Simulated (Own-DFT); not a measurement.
GaP (zincblende, strained, atoms displaced) (calculated)

All values are calculated (Own-DFT development build). A calculation, not a measurement: plane-wave PBE density functional theory by an unreviewed code, no spin, of a simulated periodic cell, stress positive in tension, free energy of the whole cell less one offset for each atom, forces on such cells passed a denser k mesh, this cell's mesh not checked; offsets are fitted by least squares, one for each functional and potential file, so energies compare only between cells with the same atoms and settings and are not formation energies; the far tail of each file's local potential was reset to the Coulomb form; each entry is a single point on an unrelaxed cell, so the pressure reflects the starting lattice, mostly measured values (interpolated for alloys), from which strain is counted, and rises with the displacements; printed positions are rounded, which can move forces by about a meV/angstrom; the program, named Own-DFT, is a retired in-house code; no spin-orbit coupling.

Common to all runs: functional PBE; potential files PseudoDojo norm-conserving, scalar-relativistic, standard set; wave cutoff 42 hartree; occupations Fermi-Dirac; smearing width 0.1 eV; k mesh 3 x 3 x 3 centred on Gamma.

(1) 
```xyz
64
Lattice="10.8620 0.0000 0.0000 0.0000 10.8620 0.0000 0.0000 0.0000 10.9361" Properties=species:S:1:pos:R:3:force_x:R:1:force_y:R:1:force_z:R:1 formula=GaP free_energy_of_cell_above_offsets=-35.296 pressure=3.14 stress_xx=-3.3 stress_yy=-3.3 stress_zz=-2.83 stress_yz=-0.42 stress_xz=-0.07 stress_xy=-0.01
Ga    10.8165     0.0074    10.9317      0.329      0.027      0.201
Ga     0.0175     2.6903     2.7218      0.077      0.156      0.292
Ga     2.7072    10.8325     2.7436     -0.028      -0.04     -0.126
Ga     2.7448     2.7056    10.9248     -0.115       0.11      0.193
P      1.3581     1.3291     1.3813      0.107      0.083      -0.32
P      1.3523     4.1351     4.0797      0.185     -0.612      0.077
P      4.0577     1.3446     4.0507      0.259      0.185      0.546
P      4.0864     4.0883     1.3678      0.048     -0.309      0.127
Ga     0.0032     0.0116     5.4726       0.05     -0.024      0.033
Ga     0.0558     2.7361     8.2231     -0.572      0.327     -0.003
Ga     2.7015     0.0490     8.2205     -0.122     -0.223     -0.144
Ga     2.7282     2.7172     5.4760     -0.353     -0.022     -0.686
P      1.3205     1.4231     6.8356      0.464     -0.642     -0.133
P      1.3906     4.1143     9.5543     -0.241     -0.666      0.513
P      4.1087     1.3537     9.5715     -0.271      0.202     -0.172
P      4.0197     4.0596     6.8255      0.381       0.42      0.245
Ga     0.0173     5.4347    10.9100     -0.156      0.031      0.272
Ga     0.0193     8.1596     2.7592     -0.038     -0.255     -0.309
Ga     2.7143     5.4712     2.7018      0.211     -0.706      0.109
Ga     2.7155     8.0949    10.8906     -0.115      0.467      0.538
P      1.3929     6.7601     1.3819     -0.725      0.598     -0.428
P      1.3741     9.4818     4.1267     -0.439      0.524     -0.205
P      4.0603     6.7626     4.0398      0.273      0.685      0.552
P      4.0617     9.4965     1.3762     -0.262     -0.101     -0.389
Ga     0.0338     5.4560     5.4799     -0.219     -0.224      0.192
Ga    10.8512     8.1380     8.1606      0.103      0.338      0.646
Ga     2.6946     5.4317     8.2398      0.412      0.124     -0.462
Ga     2.6879     8.1606     5.4481       0.65      -0.46      0.482
P      1.3500     6.7845     6.8895      0.401      0.136     -0.564
P      1.3391     9.5208     9.6102       0.06     -0.197     -0.591
P      4.0596     6.7313     9.6124      0.464      0.144      -0.45
P      4.0652     9.5633     6.8185      0.123     -0.324      0.053
Ga     5.4010     0.0161     0.0316      0.167      -0.34     -0.145
Ga     5.4769     2.6680     2.7111     -0.733      0.484      0.049
Ga     8.1420    10.8217     2.7416     -0.036      0.443     -0.441
Ga     8.1954     2.7259    10.8728     -0.526     -0.227      0.351
P      6.7498     1.3879     1.3272      1.125     -0.462     -0.055
P      6.7752     4.0544     4.0543      0.102      0.206      0.592
P      9.5049     1.3591     4.1161     -0.009     -0.183     -0.309
P      9.5442     4.0009     1.3255     -0.324      0.935      0.354
Ga     5.5109     0.0537     5.4516      -0.91      -0.26     -0.096
Ga     5.4134     2.7398     8.1755      0.046     -0.181      0.031
Ga     8.1599     0.0068     8.2002     -0.353      -0.18      0.155
Ga     8.1601     2.7212     5.4626     -0.098      0.267      0.015
P      6.7970     1.3685     6.8254      0.255      0.272      0.259
P      6.7908     4.0530     9.5508      0.237      0.211     -0.216
P      9.5212     1.3619     9.5498      0.083      -0.02     -0.213
P      9.5043     4.0902     6.8538      0.326     -0.213     -0.253
Ga     5.4766     5.3891    10.9358     -0.047      0.273      0.284
Ga     5.4486     8.2059     2.7192     -0.447     -0.743      -0.17
Ga     8.1317     5.4622     2.7497      0.387     -0.283     -0.383
Ga     8.1722     8.1439     0.0017     -0.237      0.143     -0.375
P      6.8163     6.8476     1.3497      -0.26     -0.554      0.179
P      6.7357     9.5123     4.0599      0.943     -0.054      0.763
P      9.5283     6.7968     4.1385     -0.133          0     -0.328
P      9.5139     9.4727     1.3322      0.031      0.278      0.602
Ga     5.3903     5.4278     5.4654      0.242     -0.045     -0.148
Ga     5.4011     8.1193     8.2231     -0.233      0.327     -0.118
Ga     8.1872     5.4321     8.2070     -0.628      0.148     -0.114
Ga     8.1946     8.1716     5.4816     -0.776     -0.088     -0.248
P      6.7643     6.8103     6.8365      0.289     -0.265      -0.11
P      6.7621     9.4950     9.5895      0.205      0.184     -0.083
P      9.4963     6.8064     9.5563      0.276     -0.105      0.117
P      9.5072     9.5092     6.8396      0.094      0.276     -0.032
```

Units: free_energy_of_cell_above_offsets in eV; pressure, stress_xx, stress_yy, stress_zz, stress_yz, stress_xz, stress_xy in GPa; force_x, force_y, force_z in eV/Å.

(2) 
```xyz
64
Lattice="10.8620 0.0000 0.0000 0.0000 10.8620 0.0000 0.0000 0.0000 10.9361" Properties=species:S:1:pos:R:3:force_x:R:1:force_y:R:1:force_z:R:1 formula=GaP free_energy_of_cell_above_offsets=-35.133 pressure=3.18 stress_xx=-3.33 stress_yy=-3.35 stress_zz=-2.86 stress_yz=0.08 stress_xz=-0.49 stress_xy=0.19
Ga     0.0259     0.0065     0.0267     -0.377      0.032       0.44
Ga     0.0491     2.7288     2.7254     -0.056      0.044     -0.066
Ga     2.7204     0.0014     2.6793      0.498      -0.45      0.572
Ga     2.7085     2.6991    10.9251      0.305       -0.2      0.447
P      1.4106     1.3428     1.4088     -0.576      0.335      -0.65
P      1.3944     4.0616     4.0969     -0.788      0.248      0.404
P      4.0494     1.3732     4.0977      0.294      -0.36     -0.454
P      4.0817     4.0409     1.3473     -0.328     -0.072      0.327
Ga    10.8593     0.0485     5.4774      0.155     -0.412     -0.059
Ga     0.0526     2.7079     8.1984     -0.356      0.043      0.185
Ga     2.6946    10.8598     8.1913      0.191     -0.009      0.292
Ga     2.7503     2.7271     5.4350      -0.54     -0.255      0.357
P      1.3563     1.3538     6.8535      0.383      0.211     -0.532
P      1.4195     4.0133     9.5895      -0.73      1.012     -0.386
P      4.0500     1.3914     9.5653      0.291     -0.663     -0.123
P      4.0551     4.0713     6.7667      0.588      0.196      0.905
Ga    10.8341     5.4492    10.9128      0.688     -0.873      0.414
Ga     0.0154     8.1818     2.7565      0.118     -0.529     -0.262
Ga     2.6589     5.3680     2.7018      0.875      0.339      0.188
Ga     2.7178     8.1452    10.8966      -0.57     -0.076     -0.027
P      1.3912     6.7314     1.3466     -0.558      0.753      0.016
P      1.3883     9.5210     4.0958     -0.273      0.243      0.157
P      4.0672     6.7801     4.0713     -0.295      0.287      0.069
P      4.0490     9.4837     1.2912      0.465      0.256      0.479
Ga    10.7990     5.4537     5.4913      0.734     -0.402     -0.161
Ga     0.0283     8.1318     8.1492     -0.278     -0.054      0.679
Ga     2.7493     5.4640     8.2253     -0.301     -0.791     -0.491
Ga     2.6839     8.2070     5.5336      0.342     -0.671     -1.014
P      1.3836     6.7877     6.8213     -0.255     -0.298      0.168
P      1.3032     9.5432     9.5820      0.521     -0.603     -0.328
P      4.0452     6.7848     9.5576      0.766      0.393      0.029
P      4.0564     9.5124     6.8052      0.449      0.418      0.488
Ga     5.4498     0.0155    10.9343     -0.158       0.15     -0.107
Ga     5.4396     2.6784     2.7001     -0.322      0.107      0.182
Ga     8.1493     0.0063     2.7549      0.328      0.289      0.126
Ga     8.1519     2.7340    10.9017      0.066     -0.484      0.123
P      6.8146     1.3771     1.3848      0.107     -0.379     -0.378
P      6.7379     4.0218     4.0963      0.541      0.573     -0.396
P      9.5796     1.4067     4.1006     -0.874     -0.124     -0.015
P      9.5063     4.0216     1.3396      0.174       0.57      0.323
Ga     5.4260     0.0630     5.4669      0.345     -0.354     -0.063
Ga     5.4616     2.6939     8.2322     -0.427      0.245     -0.556
Ga     8.1485    10.8244     8.2105      0.399       0.33     -0.059
Ga     8.1356     2.7804     5.4622      0.127     -0.736     -0.387
P      6.8501     1.3785     6.8480      -0.33     -0.189     -0.043
P      6.7492     4.0410     9.6151      0.282      0.693     -0.517
P      9.5450     1.3390     9.5840     -0.316      0.154      -0.22
P      9.4915     4.0362     6.8141      0.474       0.28      0.513
Ga     5.3714     5.4161     0.0224      0.364      0.191     -0.209
Ga     5.4419     8.1510     2.6852     -0.175      0.015      0.329
Ga     8.1569     5.4414     2.7287     -0.093     -0.627      0.062
Ga     8.1211     8.1330     0.0187      0.215     -0.028     -0.319
P      6.7980     6.7644     1.3570       -0.3     -0.029     -0.044
P      6.8304     9.5001     4.0940     -0.591      0.072      0.212
P      9.4994     6.7752     4.1180      0.265      0.092     -0.571
P      9.4685     9.4860     1.3885      0.387      0.226      -0.19
Ga     5.4491     5.4287     5.4225     -0.275      0.224      0.223
Ga     5.4453     8.1780     8.1801     -0.281     -0.323     -0.006
Ga     8.1640     5.4054     8.1675     -0.258     -0.016      0.626
Ga     8.1948     8.1223     5.4429     -0.443      0.303      0.401
P      6.8029     6.7907     6.8391     -0.027      -0.06      -0.24
P      6.7904     9.5074     9.5433     -0.045      -0.11       0.44
P      9.5238     6.7407     9.6164     -0.492      0.801     -1.055
P      9.5199     9.4950     6.8363     -0.053      0.051     -0.254
```

Units: free_energy_of_cell_above_offsets in eV; pressure, stress_xx, stress_yy, stress_zz, stress_yz, stress_xz, stress_xy in GPa; force_x, force_y, force_z in eV/Å.

(3) 
```xyz
64
Lattice="10.8620 0.0000 0.0000 0.0000 10.8620 0.0000 0.0000 0.0000 10.9361" Properties=species:S:1:pos:R:3:force_x:R:1:force_y:R:1:force_z:R:1 formula=GaP free_energy_of_cell_above_offsets=-35.119 pressure=3.19 stress_xx=-3.36 stress_yy=-3.35 stress_zz=-2.85 stress_yz=0.18 stress_xz=-0.07 stress_xy=0.13
Ga     0.0111    10.8462    10.9329      0.112      0.209     -0.088
Ga    10.8471     2.7068     2.7633      0.267      0.254     -0.449
Ga     2.7123     0.0391     2.7718      0.056     -0.242     -0.278
Ga     2.7399     2.7260     0.0593     -0.432     -0.022     -0.758
P      1.3653     1.3734     1.3519     -0.252     -0.212      0.377
P      1.3752     4.0446     4.1150      0.002       0.46     -0.393
P      4.1050     1.3849     4.1075     -0.333     -0.357      0.168
P      4.0457     4.0705     1.3702      0.431      0.564      0.238
Ga     0.0345     0.0014     5.4511     -0.519      0.592      0.256
Ga    10.8193     2.6723     8.1950       0.33      0.225       0.21
Ga     2.7474     0.0050     8.1691     -0.339      0.159      0.643
Ga     2.7071     2.7017     5.4620      0.451      0.344      0.367
P      1.3695     1.3953     6.8642     -0.108     -0.518     -0.324
P      1.3099     4.0456     9.5604      0.278      0.079      0.392
P      4.0715     1.3732     9.5945      0.153     -0.337      0.025
P      4.1058     4.1269     6.8258     -0.126     -0.486     -0.029
Ga    10.8459     5.4549     0.0264      0.172     -0.543     -0.212
Ga    10.8376     8.1272     2.7372      0.216      0.335      0.121
Ga     2.6735     5.5054     2.6885      0.467     -0.969      0.644
Ga     2.7167     8.1274     0.0443     -0.124      0.032     -0.119
P      1.3418     6.7746     1.3814     -0.319      0.589     -0.351
P      1.3458     9.5212     4.1399      0.235     -0.351     -0.685
P      4.0878     6.7996     4.0640     -0.415      0.221      0.134
P      4.0565     9.4717     1.3708      0.251      0.284      0.628
Ga    10.8610     5.4374     5.4238      0.596     -0.583      0.774
Ga     0.0282     8.1706     8.2262     -0.601     -0.069      -0.28
Ga     2.6988     5.3980     8.2194      0.088      0.337      0.059
Ga     2.6855     8.1249     5.4757      0.253      0.045     -0.066
P      1.3386     6.7948     6.8362      0.075     -0.263      0.127
P      1.3786     9.4735     9.5997      0.189       0.42     -0.249
P      4.0656     6.8378     9.6045      0.133     -0.651     -0.361
P      4.0522     9.5298     6.8153      0.039     -0.429     -0.112
Ga     5.4450    10.8241     0.0439     -0.194      0.082     -0.468
Ga     5.4046     2.7432     2.7693      0.167     -0.317     -0.686
Ga     8.1303     0.0061     2.7201      0.347     -0.062     -0.046
Ga     8.1624     2.7427     0.0418      0.002     -0.301     -0.281
P      6.7899     1.3294     1.3711     -0.243      0.579      0.097
P      6.7877     4.0381     4.0766      -0.05      0.694      0.163
P      9.4746     1.3952     4.0632      0.255     -0.613      0.461
P      9.5042     4.0977     1.3860      0.066     -0.104      0.178
Ga     5.4104    10.8266     5.4557      0.337      0.597      0.189
Ga     5.4458     2.6738     8.1971     -0.478      0.819      0.365
Ga     8.1357    10.8573     8.1632     -0.041      0.361      0.166
Ga     8.1912     2.7915     5.4222     -0.255     -0.478      0.681
P      6.7524     1.4143     6.8497      0.711      -0.67     -0.866
P      6.8082     4.0752     9.5765      0.012      -0.18     -0.214
P      9.5140     1.3508     9.5629     -0.426     -0.221      0.254
P      9.5514     4.0663     6.8530      -0.49      0.539     -0.195
Ga     5.4635     5.4118    10.9227     -0.363      0.195      0.163
Ga     5.4922     8.1480     2.7732     -0.291      0.211     -0.363
Ga     8.0799     5.4361     2.7083      0.985     -0.302      0.639
Ga     8.1368     8.1674    10.8870      0.225     -0.469       0.72
P      6.8100     6.7592     1.4060     -0.381      0.786      -0.82
P      6.8267     9.5310     4.1195     -0.144     -0.231     -0.096
P      9.5773     6.7406     4.1218      -1.52      0.584     -0.483
P      9.5190     9.5023     1.3505      -0.28     -0.091      0.182
Ga     5.4359     5.4684     5.3977      0.007     -0.434      0.287
Ga     5.3992     8.1650     8.1661      0.161      0.034      0.355
Ga     8.1861     5.4765     8.2568     -0.536     -0.561     -0.819
Ga     8.1159     8.1372     5.4946      0.521     -0.197     -0.452
P      6.7551     6.8042     6.8017      0.257      -0.34      0.502
P      6.8283     9.4887     9.5710     -0.733      0.298      -0.46
P      9.4931     6.7557     9.6014      0.503      0.899     -0.118
P      9.4624     9.5318     6.7773      0.645     -0.225      0.555
```

Units: free_energy_of_cell_above_offsets in eV; pressure, stress_xx, stress_yy, stress_zz, stress_yz, stress_xz, stress_xy in GPa; force_x, force_y, force_z in eV/Å.

(4) 
```xyz
64
Lattice="10.8620 0.0000 0.0000 0.0000 10.8620 0.0000 0.0000 0.0000 10.9361" Properties=species:S:1:pos:R:3:force_x:R:1:force_y:R:1:force_z:R:1 formula=GaP free_energy_of_cell_above_offsets=-34.819 pressure=3.27 stress_xx=-3.44 stress_yy=-3.48 stress_zz=-2.89 stress_yz=-0.2 stress_xz=-0.37 stress_xy=-0.05
Ga     0.0413    10.8615     0.0026     -0.487      -0.21     -0.048
Ga    10.8353     2.7782     2.7759      0.235     -0.453     -0.363
Ga     2.7105     0.0340     2.7664      -0.25     -0.546     -0.405
Ga     2.6891     2.7156    10.8868      0.248     -0.234      0.603
P      1.3056     1.3385     1.3695      0.594      0.718      0.229
P      1.3740     4.0606     4.1242     -0.182      0.269     -0.058
P      4.0429     1.3274     4.1273      0.727      0.392     -0.607
P      4.1105     4.0710     1.3509     -0.767     -0.123      0.405
Ga     0.0246    10.8200     5.4755     -0.313      0.046      0.107
Ga    10.8115     2.7424     8.2646      0.374     -0.663     -0.277
Ga     2.6970    10.8503     8.2731     -0.388      0.098      -0.82
Ga     2.7079     2.6683     5.4444     -0.062      0.121       0.22
P      1.3430     1.3499     6.7994     -0.072      0.021       0.96
P      1.3707     4.0893     9.5638      0.044     -0.129     -0.334
P      4.0705     1.3680     9.4972     -0.353     -0.513      1.334
P      4.0520     4.0378     6.7850      0.072     -0.007      0.743
Ga     0.0345     5.3971    10.8976     -0.394      0.478      0.389
Ga     0.0148     8.1626     2.6609      -0.35     -0.234      0.911
Ga     2.6823     5.4624     2.7731      0.087     -0.258     -0.621
Ga     2.7303     8.1594     0.0496     -0.048     -0.586     -0.926
P      1.3310     6.8430     1.3448       0.38     -1.045      0.017
P      1.3150     9.4867     4.0866      0.682     -0.297      0.153
P      4.0204     6.7672     4.1613      0.881     -0.089      -0.54
P      4.0463     9.4489     1.3549      0.533      0.911      0.751
Ga     0.0244     5.4198     5.5390     -0.298     -0.225     -0.567
Ga    10.8469     8.1529     8.1952       0.31     -0.139      0.078
Ga     2.6935     5.4491     8.1641      0.718     -0.427      0.316
Ga     2.7484     8.1031     5.4876     -0.889      0.508     -0.039
P      1.3710     6.7475     6.8452     -0.373      0.853      0.004
P      1.3585     9.4909     9.5967      0.007     -0.149      -0.12
P      4.1127     6.7706     9.5491     -0.428      0.143      0.236
P      3.9880     9.4724     6.8774      0.824      0.394     -0.198
Ga     5.4140     0.0126     0.0162     -0.008     -0.167     -0.115
Ga     5.4946     2.7008     2.6846     -0.753      0.447      1.071
Ga     8.1345     0.0056     2.7765      0.552     -0.406     -0.208
Ga     8.1976     2.7513    10.8796      -0.72     -0.719      0.498
P      6.7719     1.3417     1.4287      0.751     -0.141     -1.118
P      6.8033     4.0680     4.1678     -0.031      0.208     -0.859
P      9.5648     1.3435     4.1050     -0.736      0.103      0.303
P      9.4958     4.0395     1.3318      0.356      0.575      0.226
Ga     5.4139    10.8264     5.4293     -0.243      0.075      0.876
Ga     5.3959     2.6953     8.2857      0.488      0.525     -1.351
Ga     8.1778    10.8308     8.1680     -0.685      0.417      0.272
Ga     8.1051     2.6878     5.5053      0.697     -0.084      -0.35
P      6.7810     1.3661     6.8372     -0.443     -0.514      0.353
P      6.7790     4.0407     9.5754      0.213      0.496     -0.147
P      9.4647     1.3023     9.5949       0.52      0.156     -0.221
P      9.5266     4.0217     6.8369     -0.618      0.584      0.209
Ga     5.4289     5.3941     0.0038      0.277      0.459     -0.027
Ga     5.4279     8.1140     2.7672     -0.146      0.089      0.076
Ga     8.2106     5.4425     2.7274     -0.597     -0.292      0.116
Ga     8.1169     8.1301     0.0080      0.297       0.27     -0.089
P      6.8046     6.8122     1.3790     -0.262     -0.624      0.109
P      6.8003     9.4745     4.1655     -0.248      0.144     -0.787
P      9.5185     6.7642     4.1094      0.442      0.405      0.111
P      9.5507     9.4574     1.3291     -0.943      0.774      0.148
Ga     5.4265     5.4260     5.5074     -0.083     -0.146     -0.208
Ga     5.4503     8.1895     8.2169     -0.298     -0.341     -0.199
Ga     8.1201     5.4755     8.1890      0.532     -0.616      0.213
Ga     8.1335     8.1490     5.4701      0.293     -0.621      0.276
P      6.7705     6.7685     6.8534     -0.071      0.574     -0.223
P      6.8010     9.4996     9.5587     -0.007      0.421      0.294
P      9.5109     6.8217     9.5821     -0.137     -0.537     -0.087
P      9.4740     9.4876     6.8687      0.549     -0.135     -0.697
```

Units: free_energy_of_cell_above_offsets in eV; pressure, stress_xx, stress_yy, stress_zz, stress_yz, stress_xz, stress_xy in GPa; force_x, force_y, force_z in eV/Å.
